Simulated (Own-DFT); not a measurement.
# Which defects push the lattice out? L1_0 TiAl

Calculated, not measured: single-point runs of Own-DFT, a retired in-house plane-wave DFT program that no person has reviewed, on unrelaxed cells, without spin or spin-orbit coupling.

All runs used: PBE; PseudoDojo norm-conserving scalar-relativistic files; cutoff 42 hartree; 4 x 4 x 4 k mesh centred on Gamma; cold (Marzari-Vanderbilt) smearing of 0.2 eV.

Limits: forces on such cells failed a check on a denser k mesh; stress not checked against mesh or cutoff.

All runs share one cell, with vectors in Å (5.622, 5.622, 0.000); (-5.622, 5.622, 0.000); (0.000, 0.000, 8.133) and a volume of 514.0 Å³. The atoms are randomly displaced, by u rms on each axis. The defect's site can differ from row to row.

```
            cell   formula   u (Å)  P (GPa)
       no defect  Al16Ti16  0.0207     1.18
       no defect  Al16Ti16  0.0486     1.74
       no defect  Al16Ti16  0.0513     1.82
  one Ti vacancy  Al16Ti15  0.0280     0.49
  one Ti vacancy  Al16Ti15  0.0303     0.51
  one Ti vacancy  Al16Ti15  0.0305        ?
  one Ti vacancy  Al16Ti15  0.0332     0.70
two Al vacancies  Al14Ti16  0.0319    -0.45
two Al vacancies  Al14Ti16  0.0509    -0.13
two Al vacancies  Al14Ti16  0.0517     0.13
```

## Worked fit

P = P0 + c u² + a shift for each defect gives P0 = 1.05 GPa, c = 292 ± 41 GPa/Å² and a scatter of 0.09 GPa. The shifts, and each times the cell's volume:

- one Ti vacancy: -0.76 ± 0.08 GPa, -2.4 eV
- two Al vacancies: -1.81 ± 0.07 GPa, -5.8 eV (-2.9 eV for each of its 2 sites)

Positive is outwards. The product with the volume (160.2 GPa Å³ to the eV) is nearly free of the cell's size; divided by the bulk modulus at the cell's pressure it gives the volume that the defect adds. The atoms around the defects weren't relaxed, which would change these numbers.

## Check

Asked: what pressure belongs in the blank (one Ti vacancy, u = 0.0305 Å)?

Estimate: 0.57 ± 0.10 GPa. The calculation gave 0.43 GPa.
